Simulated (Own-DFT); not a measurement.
# How strain changes the stress of 4H SiC, 32 atoms (C16Si16)

These are calculations, not measurements. They come from Own-DFT, an in-house plane-wave density functional program, since retired, whose code no person has reviewed. Each row is one single-point run on a periodic cell that was not relaxed, without spin or spin-orbit coupling.

Settings of every run: PBE; PseudoDojo norm-conserving scalar-relativistic files; cutoff 42 hartree; 5 x 5 x 3 k mesh centred on Gamma; Fermi-Dirac smearing of 0.1 eV.

Known limits: forces on such cells passed a denser k mesh, each cell not checked; stress not checked against mesh or cutoff.

Unstrained cell vectors in Å: (6.165, 0.000, 0.000); (-3.083, 5.339, 0.000); (0.000, 0.000, 10.068). The unstrained cell has measured lattice constants (interpolated for alloys), not those of this functional. That, the random moves and any unrelaxed bonds set the pressure at no strain. Each run strains this cell uniformly, with the atoms carried along. Every atom was also moved at random, by a Gaussian of width 0.05 Å on each axis. Strain is the symmetric tensor, in per cent. Stress is positive in tension, and the pressure is minus a third of its trace.

| run | e_xx (%) | e_yy (%) | e_zz (%) | e_yz (%) | e_xz (%) | e_xy (%) | s_xx (GPa) | s_yy (GPa) | s_zz (GPa) | s_yz (GPa) | s_xz (GPa) | s_xy (GPa) | P (GPa) | E (meV/atom) |
|---|---|---|---|---|---|---|---|---|---|---|---|---|---|---|
| 1 | 0.98 | -1.46 | 0.81 | -0.58 | 0.88 | -0.43 | -0.24 | -10.43 | -1.81 | -1.83 | 4.00 | -1.56 | 4.16 | 10.2 |
| 2 | -1.38 | -0.76 | 0.62 | -0.61 | 1.90 | 1.04 | -10.77 | -6.73 | -10.08 | -1.59 | 6.21 | 4.29 | 9.19 | 39.1 |
| 3 | 1.96 | -0.14 | 0.86 | 0.41 | 0.99 | -0.04 | 5.25 | -2.63 | -1.82 | -0.01 | 4.41 | -2.08 | -0.27 | 22.7 |
| 4 | 0.39 | 1.77 | -0.29 | 1.46 | -1.39 | -1.93 | -1.84 | 3.74 | -6.40 | 5.60 | -4.82 | -7.66 | 1.50 | 27.7 |
| 5 | -0.10 | 0.02 | 1.34 | -1.33 | 1.34 | -1.98 | -5.18 | -6.01 | 0.70 | -3.56 | 4.73 | -8.60 | 3.50 | 53.1 |
| 6 | 1.22 | 0.37 | -0.28 | -0.89 | 1.66 | -1.80 | 0.82 | -1.55 | -6.60 | -3.67 | 6.18 | -7.41 | 2.44 | 14.6 |
| 7 | -1.56 | 0.19 | 1.97 | 0.16 | 0.80 | 0.62 | -8.39 | -6.82 | 3.69 | 0.52 | 2.74 | 1.52 | 3.84 | 22.1 |
| 8 | 1.95 | -0.86 | -0.95 | -1.01 | -2.00 | -0.01 | 6.02 | -6.40 | -13.91 | -2.88 | -7.30 | 0.54 | 4.76 | 11.3 |
| 9 | -1.63 | 1.50 | -1.27 | -0.54 | -1.50 | 0.42 | -14.45 | 0.27 | -13.56 | -2.92 | -5.63 | 3.23 | 9.25 | 49.1 |
| 10 | 1.72 | 0.65 | -1.57 | 1.48 | 0.48 | -1.04 | 4.37 | 0.13 | -14.95 | 4.76 | 2.26 | -4.97 | 3.48 | 17.5 |
| 11 | 0.34 | -1.28 | 0.53 | 0.96 | -0.44 | -1.27 | -4.13 | -9.63 | -3.35 | 3.85 | -2.02 | -4.10 | 5.70 | 0.0 |
| 12 | -1.73 | 0.93 | -0.67 | 1.52 | 1.74 | 0.62 | -13.71 | -2.06 | -10.77 | 6.56 | 6.04 | 0.63 | 8.85 | 34.8 |
| 13 | 1.88 | 1.08 | -1.20 | -1.80 | -0.75 | -0.61 | 3.34 | 0.84 | -11.29 | -7.26 | -2.01 | -1.25 | 2.37 | 50.8 |
| 14 | -1.72 | -0.23 | -1.43 | -1.66 | 0.50 | -0.26 | -16.36 | -8.43 | -18.59 | -6.90 | 3.20 | -0.38 | 14.46 | 65.2 |
| 15 | 1.01 | 0.24 | -1.47 | -0.78 | 0.65 | 1.56 | 1.40 | -3.24 | -19.76 | -4.04 | 3.02 | 7.35 | 7.20 | 72.9 |
| 16 | 1.21 | -0.21 | 1.25 | -0.96 | 1.11 | 0.14 | ? | ? | ? | ? | ? | ? | ? | ? |

E is the free energy for each atom above the lowest run shown.

## Worked fit

Each stress component was fitted by least squares to a constant and the strains of the runs shown, as fractions, with shears doubled. Shear strains stay in the fit of a normal stress only where such slopes are resolved. The slopes, in GPa:

```
stress  at no strain  per e_xx  per e_yy  per e_zz  scatter
  s_xx          -4.6  519 ± 28   46 ± 47   90 ± 39     1.49
  s_yy          -4.7   96 ± 21  415 ± 35   -7 ± 30     1.12
  s_zz          -7.7   91 ± 40  168 ± 66  651 ± 56     2.12
```

Each shear stress against twice its own strain: yz 188 ± 11, xz 186 ± 7, xy 198 ± 11 GPa. These are stiffnesses along x, y and z of the frame in which the cell vectors are given, which need not be the crystal's axes. The atoms are held to the strained lattice; where symmetry lets them move under strain, relaxing them would lower some slopes. The table should be nearly symmetric about its diagonal, and what it lacks of that shows the noise. A ninth of its sum, 230 ± 11 GPa, estimates the bulk modulus near the mean pressure of these runs, 5.4 GPa, so it lies above the value at zero pressure.

## Withheld run

Question: what normal stresses and pressure should run 16 give?

The fit gives s_xx = 2.7, s_yy = -4.5, s_zz = 1.2 and P = 0.2 GPa. The calculation gave 3.18, -5.09, 1.23 and P = 0.23 GPa.
